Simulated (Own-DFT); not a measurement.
Simulation results for GaP (zincblende, strained, atoms displaced)

Computed with Own-DFT development build. A calculation, not a measurement: plane-wave PBE density functional theory by an unreviewed code, no spin, of a simulated periodic cell, stress positive in tension, free energy of the whole cell less one offset for each atom, forces on such cells passed a denser k mesh, this cell's mesh not checked; offsets are fitted by least squares, one for each functional and potential file, so energies compare only between cells with the same atoms and settings and are not formation energies; the far tail of each file's local potential was reset to the Coulomb form; each entry is a single point on an unrelaxed cell, so the pressure reflects the starting lattice, mostly measured values (interpolated for alloys), from which strain is counted, and rises with the displacements; printed positions are rounded, which can move forces by about a meV/angstrom; the program, named Own-DFT, is a retired in-house code; no spin-orbit coupling.

```cif
# cell vector a (Å): 10.8620 0.0000 0.0000
# cell vector b (Å): 0.0000 10.8620 0.0000
# cell vector c (Å): 0.0000 0.0000 10.9439
data_GaP
_symmetry_space_group_name_H-M 'P 1'
_symmetry_Int_Tables_number 1
_cell_length_a 10.8620
_cell_length_b 10.8620
_cell_length_c 10.9439
_cell_angle_alpha 90.000
_cell_angle_beta 90.000
_cell_angle_gamma 90.000
_cell_volume 1291.19
loop_
_atom_site_label
_atom_site_type_symbol
_atom_site_fract_x
_atom_site_fract_y
_atom_site_fract_z
_atom_site_occupancy
Ga1 Ga 0.00215 0.00218 0.99675 1
Ga2 Ga 0.99820 0.25176 0.25003 1
Ga3 Ga 0.25135 0.99761 0.25148 1
Ga4 Ga 0.24654 0.24681 0.00112 1
P1 P 0.12667 0.12664 0.12305 1
P2 P 0.12084 0.37354 0.36958 1
P3 P 0.37481 0.12327 0.37350 1
P4 P 0.37508 0.37682 0.12401 1
Ga5 Ga 0.99630 0.99793 0.49892 1
Ga6 Ga 0.00157 0.24909 0.74792 1
Ga7 Ga 0.25163 0.99780 0.75039 1
Ga8 Ga 0.25168 0.25332 0.50632 1
P5 P 0.12308 0.13194 0.62331 1
P6 P 0.12082 0.37462 0.87233 1
P7 P 0.37465 0.12662 0.87405 1
P8 P 0.37408 0.37552 0.62823 1
Ga9 Ga 0.00168 0.50029 0.00493 1
Ga10 Ga 0.00477 0.74944 0.25082 1
Ga11 Ga 0.24789 0.50030 0.24913 1
Ga12 Ga 0.24976 0.75224 0.99999 1
P9 P 0.12888 0.62582 0.12676 1
P10 P 0.12636 0.87835 0.37605 1
P11 P 0.37683 0.62191 0.37203 1
P12 P 0.37758 0.87249 0.12774 1
Ga13 Ga 0.00074 0.49629 0.49872 1
Ga14 Ga 0.00148 0.74812 0.74824 1
Ga15 Ga 0.24746 0.49716 0.74713 1
Ga16 Ga 0.25086 0.75415 0.50005 1
P13 P 0.12182 0.62697 0.62355 1
P14 P 0.13138 0.87390 0.87624 1
P15 P 0.36940 0.62012 0.87359 1
P16 P 0.37063 0.87840 0.62564 1
Ga17 Ga 0.50086 0.00486 0.00178 1
Ga18 Ga 0.49629 0.25037 0.24575 1
Ga19 Ga 0.75391 0.00073 0.24761 1
Ga20 Ga 0.74992 0.25119 0.99961 1
P17 P 0.62846 0.13081 0.12655 1
P18 P 0.62168 0.37242 0.38278 1
P19 P 0.87667 0.12942 0.37137 1
P20 P 0.87545 0.37546 0.12833 1
Ga21 Ga 0.49898 0.00280 0.50035 1
Ga22 Ga 0.50320 0.24668 0.74555 1
Ga23 Ga 0.74813 0.00470 0.74961 1
Ga24 Ga 0.74795 0.24405 0.50022 1
P21 P 0.62563 0.12700 0.62414 1
P22 P 0.61912 0.37281 0.87481 1
P23 P 0.87663 0.12549 0.87885 1
P24 P 0.87625 0.37564 0.62839 1
Ga25 Ga 0.49782 0.49857 0.99929 1
Ga26 Ga 0.50174 0.75619 0.25067 1
Ga27 Ga 0.75099 0.49779 0.24883 1
Ga28 Ga 0.74450 0.74716 0.99916 1
P25 P 0.62455 0.62451 0.11838 1
P26 P 0.62384 0.87217 0.37426 1
P27 P 0.87233 0.62495 0.37089 1
P28 P 0.87288 0.87787 0.12666 1
Ga29 Ga 0.50365 0.49918 0.50032 1
Ga30 Ga 0.50282 0.75133 0.75332 1
Ga31 Ga 0.75215 0.49973 0.74921 1
Ga32 Ga 0.74863 0.74747 0.49659 1
P29 P 0.62705 0.62580 0.62454 1
P30 P 0.62091 0.87443 0.87656 1
P31 P 0.87082 0.62619 0.87846 1
P32 P 0.87873 0.87413 0.62236 1
_calc_functional 'PBE'
_calc_potential_files 'PseudoDojo norm-conserving, scalar-relativistic, standard set'
_calc_wave_cutoff 42  # hartree
_calc_occupations 'Fermi-Dirac'
_calc_smearing_width 0.1  # eV
_calc_hardware 'one NVIDIA H100'
_calc_k_mesh '3 x 3 x 3 centred on Gamma'
_calc_pressure ?
```

To be estimated
1. GaP (zincblende, strained, atoms displaced): pressure?
2. Give the table of force values for GaP (zincblende, strained, atoms displaced).

Answers
1. 3.16 GPa
2. 
Force:
```tsv
element	x (eV/Å)	y (eV/Å)	z (eV/Å)
Ga	0.034	-0.494	0.431
Ga	0.289	-0.295	-0.488
Ga	-0.076	0.235	-0.36
Ga	0.419	0.75	-0.492
P	-0.371	-0.477	0.659
P	0.806	0.12	0.74
P	-0.138	0.525	0.246
P	-0.483	-0.234	-0.047
Ga	0.419	0.716	-0.105
Ga	-0.488	0.097	0.407
Ga	-0.415	0.794	-0.022
Ga	-0.119	-0.081	-1.035
P	0.188	-1.26	0.081
P	0.32	0.054	0.535
P	0.087	-0.127	-0.018
P	0.549	0.127	-0.31
Ga	-0.19	0.129	-0.382
Ga	-0.479	0.264	-0.032
Ga	0.306	-0.223	0.181
Ga	0.505	-0.462	0.192
P	-0.297	0.176	-0.327
P	-0.224	-0.279	-0.065
P	-0.058	0.464	0.402
P	-0.273	0.607	-0.528
Ga	-0.341	0.398	-0.129
Ga	-0.242	0.179	0.623
Ga	-0.355	0.297	0.161
Ga	0.052	-0.593	-0.206
P	0.513	-0.406	-0.324
P	-0.939	0.16	-0.325
P	0.438	0.523	0.019
P	0.946	-0.41	-0.068
Ga	-0.112	-0.112	0.119
Ga	0.224	0.144	0.605
Ga	-0.55	0.18	0.471
Ga	0.097	0.338	-0.075
P	-0.24	-0.547	-0.036
P	0.424	-0.144	-1.154
P	-0.28	-0.681	0.476
P	-0.097	-0.117	-0.562
Ga	0.031	-0.405	-0.118
Ga	-0.587	0.345	0.521
Ga	0.37	-0.656	0.231
Ga	0.626	0.808	-0.027
P	-0.085	-0.645	-0.082
P	0.725	0.178	-0.234
P	-0.227	0.163	-0.687
P	-0.269	-0.4	-0.58
Ga	-0.103	0.196	-0.199
Ga	-0.018	-1.193	-0.226
Ga	-0.718	0.109	0.223
Ga	0.527	0.72	0.076
P	-0.364	-0.261	1.053
P	0.431	0.94	0.311
P	0.502	-0.136	0.32
P	0.611	-0.666	-0.664
Ga	-0.608	0.315	0.321
Ga	-0.764	-0.392	-0.422
Ga	-0.392	-0.041	0.377
Ga	0.286	0.186	0.177
P	-0.187	0.013	0.235
P	0.514	0.611	-0.003
P	0.696	-0.131	-0.269
P	-0.845	0.009	0.404
```

Further results for GaP (zincblende, strained, atoms displaced):

```
free energy of cell above offsets : -35.018 eV
stress xx                         : -3.34 GPa
stress yy                         : -3.34 GPa
stress zz                         : -2.8 GPa
stress yz                         : -0.21 GPa
stress xz                         : 0.24 GPa
stress xy                         : 0.1 GPa
wall time                         : 520.5 s
```
